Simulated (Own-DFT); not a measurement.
Simulation results for Hf₃₆O₇₁ (tetragonal hafnia with one neutral oxygen vacancy, atoms displaced)

Computed with Own-DFT development build. A calculation, not a measurement: plane-wave PBE and HSE06 DFT by an unreviewed code, no spin, of a simulated cell at Gamma alone, so results move with cell size and shape, stress positive in tension, energies less offsets, not probed for a lower state with spin; hafnium file: forces about 75 meV/angstrom off all-electron values; oxygen file: force components 24 meV/angstrom off all-electron in a glass; k mesh not checked against a denser one; forces and stress are PBE's, HSE06 gives the energy alone, and its difference from PBE has offsets of its own; offsets are fitted by least squares, one for each functional and potential file, so energies compare only between cells with the same atoms and settings and are not formation energies; the far tail of each file's local potential was reset to the Coulomb form; each entry is a single point on an unrelaxed cell, so the pressure reflects the starting lattice, taken from the Materials Project, from which strain is counted, and rises with the displacements; printed positions are rounded, which can move forces by about a meV/angstrom; the program is a retired in-house code; no spin-orbit coupling.

```cif
# cell vector a (Å): 10.7800 0.0000 0.0000
# cell vector b (Å): 0.0000 10.7800 0.0000
# cell vector c (Å): 0.0000 0.0000 10.4493
data_Hf36O71
_symmetry_space_group_name_H-M 'P 1'
_symmetry_Int_Tables_number 1
_cell_length_a 10.7800
_cell_length_b 10.7800
_cell_length_c 10.4493
_cell_angle_alpha 90.000
_cell_angle_beta 90.000
_cell_angle_gamma 90.000
_cell_volume 1214.30
loop_
_atom_site_label
_atom_site_type_symbol
_atom_site_fract_x
_atom_site_fract_y
_atom_site_fract_z
_atom_site_occupancy
Hf1 Hf 0.01226 0.99747 0.99633 1
Hf2 Hf 0.16876 0.15984 0.25092 1
O1 O 0.00386 0.16093 0.15974 1
O2 O 0.16482 0.99223 0.33842 1
O3 O 0.00298 0.16594 0.39292 1
O4 O 0.16777 0.99684 0.08631 1
Hf3 Hf 0.99822 0.97237 0.49969 1
Hf4 Hf 0.16253 0.15305 0.75457 1
O5 O 0.00548 0.16560 0.64593 1
O6 O 0.17068 0.99288 0.86748 1
O7 O 0.99731 0.16378 0.89710 1
O8 O 0.15588 0.00827 0.58903 1
Hf5 Hf 0.00448 0.33411 0.99268 1
Hf6 Hf 0.16182 0.50847 0.25520 1
O9 O 0.00158 0.51280 0.15020 1
O10 O 0.15867 0.34477 0.34169 1
O11 O 0.01183 0.49714 0.39654 1
O12 O 0.17044 0.32446 0.09849 1
Hf7 Hf 0.99963 0.32483 0.51367 1
Hf8 Hf 0.16559 0.50679 0.75247 1
O13 O 0.99590 0.49308 0.63901 1
O14 O 0.17358 0.32498 0.84195 1
O15 O 0.98903 0.51304 0.89862 1
O16 O 0.17093 0.32535 0.59489 1
Hf9 Hf 0.99788 0.66237 0.99364 1
Hf10 Hf 0.15732 0.83750 0.24242 1
O17 O 0.99137 0.84547 0.15175 1
O18 O 0.15883 0.66870 0.35527 1
O19 O 0.00501 0.83505 0.40051 1
O20 O 0.17023 0.64702 0.09579 1
Hf11 Hf 0.00415 0.65717 0.50556 1
Hf12 Hf 0.14833 0.83243 0.74387 1
O21 O 0.01237 0.83534 0.65416 1
O22 O 0.16787 0.66298 0.84048 1
O23 O 0.99899 0.82610 0.91918 1
O24 O 0.17321 0.66777 0.58460 1
Hf13 Hf 0.33053 0.00772 0.01507 1
Hf14 Hf 0.50051 0.15565 0.24840 1
O25 O 0.33217 0.15827 0.15273 1
O26 O 0.50172 0.00342 0.34801 1
O27 O 0.32122 0.16071 0.39404 1
O28 O 0.50530 0.01558 0.09816 1
Hf15 Hf 0.32889 0.99729 0.49352 1
Hf16 Hf 0.49389 0.15999 0.74306 1
O29 O 0.33576 0.17637 0.65436 1
O30 O 0.50297 0.99797 0.84905 1
O31 O 0.33179 0.17627 0.90300 1
O32 O 0.50799 0.99212 0.60211 1
Hf17 Hf 0.32506 0.34815 0.01413 1
Hf18 Hf 0.49726 0.50660 0.25134 1
O33 O 0.34373 0.50113 0.15644 1
O34 O 0.49001 0.34235 0.34350 1
O35 O 0.33754 0.51205 0.41926 1
O36 O 0.50968 0.33114 0.08637 1
Hf19 Hf 0.33711 0.34782 0.50585 1
Hf20 Hf 0.51649 0.49627 0.75229 1
O37 O 0.34076 0.49656 0.65937 1
O38 O 0.49856 0.33199 0.84171 1
O39 O 0.33413 0.49417 0.90627 1
O40 O 0.50251 0.32839 0.59697 1
Hf21 Hf 0.32545 0.65525 0.01200 1
Hf22 Hf 0.50318 0.83615 0.24669 1
O41 O 0.32961 0.83131 0.15225 1
O42 O 0.51471 0.67188 0.34425 1
O43 O 0.32669 0.83813 0.40034 1
O44 O 0.49287 0.67156 0.09934 1
Hf23 Hf 0.33797 0.65346 0.49701 1
Hf24 Hf 0.49338 0.82302 0.74950 1
O45 O 0.33872 0.82628 0.64790 1
O46 O 0.50437 0.67986 0.86161 1
O47 O 0.32285 0.82457 0.89975 1
O48 O 0.49455 0.66602 0.58947 1
Hf25 Hf 0.68494 0.00543 0.99363 1
Hf26 Hf 0.83629 0.15951 0.25591 1
O49 O 0.66846 0.16828 0.14800 1
O50 O 0.83419 0.00497 0.34652 1
O51 O 0.65788 0.17370 0.40163 1
O52 O 0.82349 0.98856 0.10454 1
Hf27 Hf 0.66407 0.00660 0.50644 1
Hf28 Hf 0.83372 0.15939 0.74456 1
O53 O 0.66006 0.17015 0.63625 1
O54 O 0.83525 0.01265 0.84482 1
O55 O 0.66293 0.16536 0.90317 1
O56 O 0.83698 0.98941 0.60777 1
Hf29 Hf 0.66361 0.32932 0.00367 1
Hf30 Hf 0.82698 0.50328 0.24894 1
O57 O 0.66596 0.49797 0.16010 1
O58 O 0.84586 0.32669 0.34984 1
O59 O 0.65025 0.50136 0.40139 1
O60 O 0.82660 0.33706 0.09807 1
Hf31 Hf 0.66784 0.32584 0.50920 1
Hf32 Hf 0.82085 0.49441 0.74394 1
O61 O 0.66411 0.52046 0.64326 1
O62 O 0.82801 0.32713 0.84661 1
O63 O 0.66495 0.50226 0.90230 1
O64 O 0.82745 0.33113 0.59923 1
Hf33 Hf 0.66163 0.66805 0.00864 1
Hf34 Hf 0.83148 0.83310 0.24646 1
O65 O 0.65850 0.83552 0.14845 1
O66 O 0.83494 0.67343 0.34849 1
O67 O 0.65871 0.83942 0.41026 1
O68 O 0.83242 0.67557 0.10238 1
Hf35 Hf 0.66275 0.66296 0.49905 1
Hf36 Hf 0.82592 0.84010 0.75797 1
O69 O 0.66490 0.84317 0.66549 1
O70 O 0.84010 0.66854 0.85339 1
O71 O 0.66748 0.81765 0.92067 1
_calc_first_functional 'PBE'
_calc_second_functional 'HSE06'
_calc_exact_exchange_share 0.25
_calc_screening 0.11  # 1/bohr
_calc_exchange_divergence 'Gygi-Baldereschi'
_calc_potential_files 'PseudoDojo norm-conserving, scalar-relativistic, made for PBE, standard set'
_calc_wave_cutoff 48  # hartree
_calc_occupations 'fixed'
_calc_k_mesh '1 x 1 x 1 centred on Gamma'
_calc_PBE_pressure ?
```

To be estimated
1. What PBE pressure does the calculation give for Hf₃₆O₇₁ (tetragonal hafnia with one neutral oxygen vacancy, atoms displaced)?
2. Give the table of force values for Hf₃₆O₇₁ (tetragonal hafnia with one neutral oxygen vacancy, atoms displaced).

## Answers
1. 6.08 GPa
2. 
Force:
```tsv
element	x (eV/Å)	y (eV/Å)	z (eV/Å)
Hf	-2.037	0.544	1.132
Hf	-0.561	2.321	1.717
O	-0.955	-0.305	-2.254
O	-0.189	0.467	0.466
O	0.315	-0.962	1.833
O	-1.164	-0.083	3.513
Hf	-1.142	6.509	0.184
Hf	1.984	1.709	-0.314
O	-1.898	0.632	1.15
O	-1.461	0.472	-3.056
O	0.529	0.477	0.305
O	2.229	-0.771	1.384
Hf	-1.296	-0.046	0.851
Hf	-1.398	-0.577	0.124
O	-0.919	-0.974	-0.145
O	1.508	-1.58	0.097
O	-1.276	1.083	1.307
O	-2.632	0.594	0.163
Hf	1.109	-0.443	-3.4
Hf	0.904	-2.748	-1.345
O	0.138	1.065	1.559
O	-1.917	2.091	0.58
O	1.094	-4.45	-1.297
O	-0.283	0.874	-0.076
Hf	-1.071	-0.364	2.774
Hf	1.748	-1.435	1.033
O	1.734	-0.293	0.155
O	0.396	0.63	-1.635
O	-0.433	-3.929	-1.539
O	-2.221	1.107	0.837
Hf	-0.603	-1.459	-2.056
Hf	10.59	-0.52	4.971
O	-7.28	-0.429	-3.149
O	-1.012	0.795	0.378
O	0.331	2.462	-2.812
O	-1.576	-0.598	2.412
Hf	3.878	-0.658	-3.846
Hf	0.513	2.215	-0.819
O	-0.049	0.143	-0.025
O	-0.208	-0.969	0.798
O	0.39	0.76	1.104
O	-0.162	-0.922	0.253
Hf	0.898	-0.26	0.56
Hf	0.168	-0.111	2.411
O	-1.286	-1.31	-0.559
O	-0.257	-0.561	-0.622
O	-0.129	-1.367	0.833
O	-2.069	1.054	-0.835
Hf	3.336	-3.362	-2.317
Hf	3.016	-0.755	0.86
O	-2.745	-0.655	-0.326
O	-0.831	-1.189	0.051
O	-0.155	-6.522	-5.264
O	-3.567	0.385	1.708
Hf	-0.47	-3.158	-0.259
Hf	-2.917	0.255	1.942
O	-0.85	0.077	-0.068
O	1.042	0.51	-0.798
O	-0.706	1.634	-0.467
O	0.215	1.163	0.19
Hf	3.035	3.299	-3.22
Hf	-0.986	0.041	0.455
O	-0.282	0.476	0.274
O	-1.098	0.101	0.175
O	0.49	-1.03	-0.162
O	0.588	-0.516	0.896
Hf	-0.564	9.92	3.246
Hf	-1.357	2.304	1.125
O	-2.333	1.17	0.197
O	0.001	-3.626	-1.174
O	0.405	0.234	1.328
O	2.065	0.06	1.402
Hf	-4.445	-0.587	0.551
Hf	0.403	2.575	-1.084
O	0.647	-0.229	0.714
O	-0.193	-2.3	1.624
O	0.333	-0.807	-0.524
O	2.689	0.8	-0.249
Hf	-0.03	-0.949	-0.886
Hf	-0.135	3.009	-1.01
O	1.696	-0.768	1.767
O	-0.219	-3.14	1.912
O	0.648	0.398	-1.181
O	-0.227	0.499	-0.573
Hf	1.379	-0.502	-1.376
Hf	1.563	-1.257	0.564
O	-0.525	0.706	-0.82
O	-1.085	1.569	0.109
O	1.716	-0.641	0.864
O	2.55	0.395	-0.333
Hf	-1.102	0.701	-3.235
Hf	2.01	1.048	1.679
O	1.219	-0.91	0.487
O	0.747	0.513	-0.777
O	0.226	-0.327	-0.903
O	0.535	0.486	1.222
Hf	-0.412	-1.577	0.518
Hf	-1.637	0.407	-0.132
O	1.032	-0.449	1.292
O	-0.218	-1.179	0.815
O	0.667	-0.16	0.007
O	0.165	-0.478	0.063
Hf	0.278	1.172	-1.173
Hf	-0.96	-2.155	-0.16
O	0.942	-1.114	0.009
O	-0.496	-0.15	-1.97
O	1.926	4.701	-2.708
```

Further results for Hf₃₆O₇₁ (tetragonal hafnia with one neutral oxygen vacancy, atoms displaced):

| Quantity | Value |
| --- | --- |
| PBE energy of cell above offsets | -87.134 eV |
| HSE06 less PBE above offsets | 0.541 eV |
| PBE stress xx | -7.19 GPa |
| PBE stress yy | -5.08 GPa |
| PBE stress zz | -5.96 GPa |
| PBE stress yz | -0.23 GPa |
| PBE stress xz | -1.65 GPa |
| PBE stress xy | -0.06 GPa |
